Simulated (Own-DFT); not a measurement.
# Misfit strain and the stress it brings: wurtzite AlGaN with randomly placed atoms, 72 atoms (Al9Ga27N36)

No measurement is shown. These are fixed-geometry runs of a retired plane-wave code named Own-DFT, which no person has reviewed; spin and spin-orbit coupling are neglected.

All runs used: PBE; PseudoDojo norm-conserving scalar-relativistic files (stringent for Ga); cutoff 96 hartree; 4 x 4 x 3 k mesh centred on Gamma; Gaussian smearing of 0.01 eV.

Known weak points: forces on such cells passed a denser k mesh, each cell not checked; stress not checked against mesh or cutoff.

Unstrained cell vectors in Å: (9.509, 0.000, 0.000); (-4.755, 8.235, 0.000); (0.000, 0.000, 10.268). The unstrained cell has measured lattice constants (interpolated for alloys), not those of this functional. That, the random moves and any unrelaxed bonds set the pressure at no strain. Each run strains x and y alike by e, as a substrate would, and holds the height along z. Random moves of width 0.05 Å per axis were added to every atom. The random placing of the alloy's atoms differs from row to row. Stress is positive in tension.

```
e (%),u (Å),(s_xx + s_yy)/2 (GPa),s_zz (GPa)
-2.25,0.052,-22.24,-11.82
-1.75,0.050,-17.05,-11.35
-1.50,0.049,-14.77,-10.88
-1.00,0.050,-13.00,-7.90
-0.25,0.052,-8.27,-8.14
0.25,0.049,-5.26,-7.98
1.00,0.052,?,?
1.25,0.051,0.02,-7.00
1.50,0.050,1.15,-6.53
2.50,0.052,5.56,-5.09
```

## What the rows give

With e as a fraction, the in-plane stress is -6.5 + 572 e - 3804 e² GPa (errors 15 and 1178, scatter 0.70), and s_zz is -8.3 + 135 e GPa (slope ± 17, scatter 0.81). At e = 0 the first slope is C11 + C12 and the second 2 C13, both with the ions held to the strained lattice and at the cell's own pressure. The term in e² is negative: the layer stiffens under compression and softens under tension. A free layer would change its height as e changes, and the in-plane slope would drop by 2 C13²/C33 to the biaxial modulus. At fixed height, a misfit of 1 % moves the in-plane stress by about 5.7 GPa and s_zz by 1.3 GPa.

## Test on the hidden row

Asked: what are the two stresses at e = 1.00 %?

From the fit: -1.2 and -7.0 GPa. The calculation gave -1.79 and -7.28 GPa.
